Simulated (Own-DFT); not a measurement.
# Which defects push the lattice out? C40 NbSi2

Source: density functional calculations with Own-DFT, an unreviewed in-house program that is no longer used. Nothing was measured or relaxed, and spin and spin-orbit coupling are left out.

Common settings: PBEsol; PseudoDojo norm-conserving scalar-relativistic files, made for PBE; cutoff 42 hartree; 4 x 4 x 5 k mesh centred on Gamma; cold (Marzari-Vanderbilt) smearing of 0.2 eV.

Keep in mind: forces on such cells failed a check on a denser k mesh; stress not checked against mesh or cutoff.

All runs share one cell, with vectors in Å (0.000, 8.324, 0.000); (-9.613, 0.000, 0.000); (0.000, 0.000, 6.586) and a volume of 527.0 Å³. The atoms are randomly displaced, by u rms on each axis. The defect's site can differ from row to row.

```
cell,formula,u (Å),P (GPa)
no defect,Nb12Si24,0.0198,-2.15
no defect,Nb12Si24,0.0459,-1.29
no defect,Nb12Si24,0.0507,-0.93
two Si on a Nb site each,Nb10Si26,0.0280,-1.71
two Si on a Nb site each,Nb10Si26,0.0444,-1.40
two Si on a Nb site each,Nb10Si26,0.0546,-0.44
one Si vacancy,Nb12Si23,0.0296,-2.61
one Si vacancy,Nb12Si23,0.0302,-2.61
one Si vacancy,Nb12Si23,0.0465,-1.95
two Nb on a Si site each,Nb14Si22,0.0260,?
two Nb on a Si site each,Nb14Si22,0.0277,3.40
two Nb on a Si site each,Nb14Si22,0.0466,4.11
two Nb on a Si site each,Nb14Si22,0.0515,4.49
```

## Worked fit

P = P0 + c u² + a shift for each defect gives P0 = -2.39 GPa, c = 553 ± 44 GPa/Å² and a scatter of 0.12 GPa. The shifts, and each times the cell's volume:

- two Nb on a Si site each: 5.36 ± 0.10 GPa, 17.6 eV (8.8 eV for each of its 2 sites)
- two Si on a Nb site each: 0.15 ± 0.10 GPa, 0.5 eV (0.3 eV for each of its 2 sites) (not resolved)
- one Si vacancy: -0.73 ± 0.10 GPa, -2.4 eV

A positive shift means that the defect pushes the cell outwards. Shift times volume (160.2 GPa Å³ is 1 eV) depends little on the cell's size, so, taken for each site, it can be compared between cells at like pressure. The atoms around the defects weren't relaxed, which would change these numbers.

## Check

Asked: what pressure belongs in the blank (two Nb on a Si site each, u = 0.0260 Å)?

The fit gives 3.34 ± 0.15 GPa. DFT gave 3.52 GPa.
